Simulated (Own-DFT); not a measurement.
# Strain and stress in wurtzite AlN, 72 atoms (Al36N36)

These are calculations, not measurements. The program, named Own-DFT, is a retired in-house plane-wave density functional code that no person has reviewed. Each row is one single-point run on a periodic cell that was not relaxed, without spin or spin-orbit coupling.

Settings of every run: PBE; PseudoDojo norm-conserving scalar-relativistic files; cutoff 42 hartree; 3 x 3 x 2 k mesh centred on Gamma; Fermi-Dirac smearing of 0.1 eV.

Known limits: forces on such cells moved up to 12 meV/angstrom on a denser k mesh; stress not checked against mesh or cutoff.

Unstrained cell vectors in Å: (9.336, 0.000, 0.000); (-4.668, 8.085, 0.000); (0.000, 0.000, 9.964). The unstrained cell has measured lattice constants (interpolated for alloys), not those of this functional. That, the random moves and any unrelaxed bonds set the pressure at no strain. Each run strains this cell uniformly, with the atoms carried along. Every atom was also moved at random, by a Gaussian of width 0.05 Å on each axis. Strain is the symmetric tensor, in per cent. Stress is positive in tension, and the pressure is minus a third of its trace.

| run | e_xx (%) | e_yy (%) | e_zz (%) | e_yz (%) | e_xz (%) | e_xy (%) | s_xx (GPa) | s_yy (GPa) | s_zz (GPa) | s_yz (GPa) | s_xz (GPa) | s_xy (GPa) | P (GPa) | E (meV/atom) |
|---|---|---|---|---|---|---|---|---|---|---|---|---|---|---|
| 1 | -0.15 | 1.64 | -0.32 | 0.70 | 1.83 | -1.40 | -3.21 | 0.83 | -8.09 | 2.53 | 5.24 | -4.16 | 3.49 | 9.2 |
| 2 | -1.58 | 0.16 | -1.59 | -1.28 | 0.87 | -0.90 | -14.20 | -6.68 | -17.68 | -3.39 | 3.14 | -3.38 | 12.85 | 25.0 |
| 3 | 1.49 | 1.98 | 1.28 | -1.70 | -1.58 | 1.51 | 3.55 | 5.73 | 0.64 | -4.14 | -3.54 | 4.82 | -3.31 | 10.3 |
| 4 | -0.24 | 0.92 | 0.82 | 0.27 | 1.23 | -1.23 | -7.18 | -0.29 | -2.02 | 0.30 | 2.95 | -4.92 | 3.16 | 18.6 |
| 5 | -0.76 | -0.14 | -0.32 | -0.35 | -0.33 | 0.25 | -8.39 | -10.75 | -8.23 | -0.68 | 0.84 | 1.43 | 9.12 | 21.3 |
| 6 | -1.30 | -1.86 | -1.53 | 0.37 | 0.14 | -0.50 | -16.92 | -15.63 | -16.30 | 0.77 | 0.85 | -0.60 | 16.28 | 25.9 |
| 7 | 0.37 | 1.90 | 0.76 | 0.91 | -1.37 | 1.78 | -2.65 | 2.37 | 0.54 | 2.39 | -3.69 | 7.38 | -0.09 | 10.8 |
| 8 | 1.24 | -1.48 | 0.51 | 0.71 | 0.79 | -1.08 | 0.50 | -13.61 | -3.32 | 1.36 | 1.59 | -3.61 | 5.48 | 2.6 |
| 9 | -0.97 | 1.60 | -1.24 | 1.53 | 0.97 | 0.01 | -10.63 | 0.29 | -9.97 | 3.39 | 3.41 | 1.08 | 6.77 | 8.7 |
| 10 | 1.15 | 0.93 | -1.61 | -1.41 | 1.76 | -0.10 | -0.34 | -0.25 | -14.35 | -2.94 | 4.52 | -1.68 | 4.98 | 15.5 |
| 11 | -1.19 | 1.22 | -0.90 | 0.25 | -0.20 | 1.68 | -10.37 | -3.45 | -9.44 | 1.47 | -0.85 | 5.98 | 7.75 | 19.9 |
| 12 | -0.29 | 1.08 | 0.82 | 1.28 | -1.97 | 1.91 | -5.63 | -2.38 | -0.38 | 3.71 | -4.25 | 7.04 | 2.80 | 13.6 |
| 13 | 0.25 | 0.50 | -0.42 | -1.69 | 1.50 | 1.97 | -4.64 | -4.79 | -7.76 | -5.21 | 3.85 | 7.20 | 5.73 | 21.9 |
| 14 | 0.54 | -1.44 | -0.17 | -1.34 | -1.09 | -0.81 | -4.69 | -12.89 | -7.06 | -3.46 | -3.34 | -2.44 | 8.22 | 13.8 |
| 15 | -1.51 | -0.21 | -1.77 | 1.31 | 1.14 | -1.54 | -15.49 | -9.87 | -15.94 | 3.81 | 3.62 | -4.92 | 13.77 | 34.2 |
| 16 | -1.79 | -1.31 | -0.20 | -1.01 | 0.91 | -0.40 | -14.46 | -14.00 | -12.23 | -3.74 | 2.46 | -0.81 | 13.56 | 27.6 |
| 17 | -0.45 | 0.60 | 0.57 | -1.71 | -0.35 | 0.65 | -6.17 | -4.53 | -1.65 | -4.86 | -0.72 | 1.81 | 4.12 | 0.0 |
| 18 | 1.81 | -1.23 | -1.58 | 1.65 | 1.22 | 0.19 | ? | ? | ? | ? | ? | ? | ? | ? |

E is the free energy for each atom above the lowest run shown.

## Worked fit

Each stress component was fitted by least squares to a constant and the strains of the runs shown, as fractions, with shears doubled. Shear strains stay in the fit of a normal stress only where such slopes are resolved. The slopes, in GPa:

```
stress,at no strain,per e_xx,per e_yy,per e_zz,scatter
s_xx,-5.7,482 ± 36,85 ± 26,85 ± 37,1.25
s_yy,-6.7,108 ± 38,481 ± 27,-1 ± 39,1.31
s_zz,-6.3,60 ± 46,85 ± 33,521 ± 48,1.60
```

Each shear stress against twice its own strain: yz 132 ± 6, xz 120 ± 10, xy 183 ± 9 GPa. These are stiffnesses along x, y and z of the frame in which the cell vectors are given, which need not be the crystal's axes. The atoms are held to the strained lattice; where symmetry lets them move under strain, relaxing them would lower some slopes. The table should be nearly symmetric about its diagonal, and what it lacks of that shows the noise. A ninth of its sum, 212 ± 4 GPa, estimates the bulk modulus near the mean pressure of these runs, 6.7 GPa, so it lies above the value at zero pressure.

## Withheld run

Question: what normal stresses and pressure should run 18 give?

The fit gives s_xx = 0.7, s_yy = -10.6, s_zz = -14.5 and P = 8.2 GPa. The calculation gave 1.74, -11.94, -15.57 and P = 8.59 GPa.
